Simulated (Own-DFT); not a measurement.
# Same atoms, different arrangement: C36Si36, 72 atoms

Source: density functional calculations with Own-DFT, an unreviewed in-house program that is no longer used. Nothing was measured or relaxed, and spin and spin-orbit coupling are left out.

All runs used: PBE; PseudoDojo norm-conserving scalar-relativistic files; cutoff 42 hartree; 4 x 4 x 3 k mesh centred on Gamma; Fermi-Dirac smearing of 0.1 eV.

Limits: forces on such cells passed a denser k mesh, each cell not checked; stress not checked against mesh or cutoff.

All cells hold the same atoms in the same cell, with vectors in Å (9.248, 0.000, 0.000); (-4.624, 8.009, 0.000); (0.000, 0.000, 10.068). u is the rms random offset of the atoms per axis. E is the free energy of the whole cell, counted from the lowest run. The arrangements:

- A: 2H SiC
- B: 4H SiC

```
arrangement   u (Å)  E (eV)  P (GPa)
          A  0.0294   0.487     3.73
          A  0.0304   0.782     3.88
          A  0.0311   0.998     3.95
          A  0.0594   8.231     6.43
          A  0.0602   8.172     6.20
          A  0.0640  10.261     7.03
          B  0.0261   0.000     3.60
          B  0.0284   0.434     3.77
          B  0.0305   0.532     3.67
          B  0.0576   7.402     6.11
          B  0.0593   8.273     6.54
          B  0.0598   8.574     6.26
```

Q: how far apart are the arrangements at u = 0?

## Working it out

Fit E = a + b u², with one b for all and one a for each arrangement, and with residuals divided by u², since the noise grows with the moves. Then b = 2885 eV/Å², the scatter at u = 0.04 Å is 0.17 eV, and against A:

- B: -0.07 ± 0.07 eV (not told apart from A)

The cells share one lattice and weren't relaxed, which can shift such small differences either way.
